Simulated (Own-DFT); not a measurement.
# Response to strain: grey tin, 32 atoms (Sn32)

These are calculations, not measurements. The program, named Own-DFT, is a retired in-house plane-wave density functional code that no person has reviewed. Each row is one single-point run on a periodic cell that was not relaxed, without spin or spin-orbit coupling.

Settings of every run: PBE; PseudoDojo norm-conserving scalar-relativistic files; cutoff 42 hartree; 3 x 3 x 5 k mesh centred on Gamma; cold (Marzari-Vanderbilt) smearing of 0.2 eV.

Known limits: forces on such cells failed a check on a denser k mesh; stress not checked against mesh or cutoff.

Unstrained cell vectors in Å: (12.978, 0.000, 0.000); (0.000, 12.978, 0.000); (0.000, 0.000, 6.489). The unstrained cell has measured lattice constants (interpolated for alloys), not those of this functional. That, the random moves and any unrelaxed bonds set the pressure at no strain. Each run strains this cell uniformly, with the atoms carried along. Every atom was also moved at random, by a Gaussian of width 0.05 Å on each axis. Strain is the symmetric tensor, in per cent. Stress is positive in tension, and the pressure is minus a third of its trace.

```
run  e_xx (%)  e_yy (%)  e_zz (%)  s_xx (GPa)  s_yy (GPa)  s_zz (GPa)  P (GPa)  E (meV/atom)
  1      0.75      0.75      0.00       -2.83       -2.80       -2.96     2.86          16.0
  2      3.00      3.00      0.00       -0.63       -0.64       -1.42     0.89           0.6
  3      1.25      1.25      0.00       -2.26       -2.23       -2.58     2.36           8.3
  4     -0.50     -0.50      0.00       -4.17       -4.05       -4.06     4.09          30.9
  5      2.25      2.25      0.00       -1.29       -1.20       -1.90     1.46           0.0
  6     -2.50     -2.50      0.00       -6.74       -6.84       -6.11     6.56          81.3
  7     -1.50     -1.50      0.00       -5.33       -5.28       -4.90     5.17          45.6
  8      0.25      0.25      0.00       -3.23       -3.32       -3.33     3.29          17.8
  9     -2.00     -2.00      0.00           ?           ?           ?        ?             ?
```

E is the free energy for each atom above the lowest run shown.

## Worked fit

The change of volume is close to e_xx + e_yy + e_zz. A straight line through the runs shown gives P = 3.73 - 51 x (fractional change of volume) GPa, with an error of 2 on the slope and a scatter of 0.21 GPa. The strain isn't the same on all axes, but the crystal is cubic, so the slope still estimates the bulk modulus, averaged over pressures from 0.9 to 6.6 GPa.

## Withheld run

Question: what pressure should run 9 give? Its volume changes by -3.96 %.

The line gives 5.7 GPa. The calculation gave 5.98 GPa.
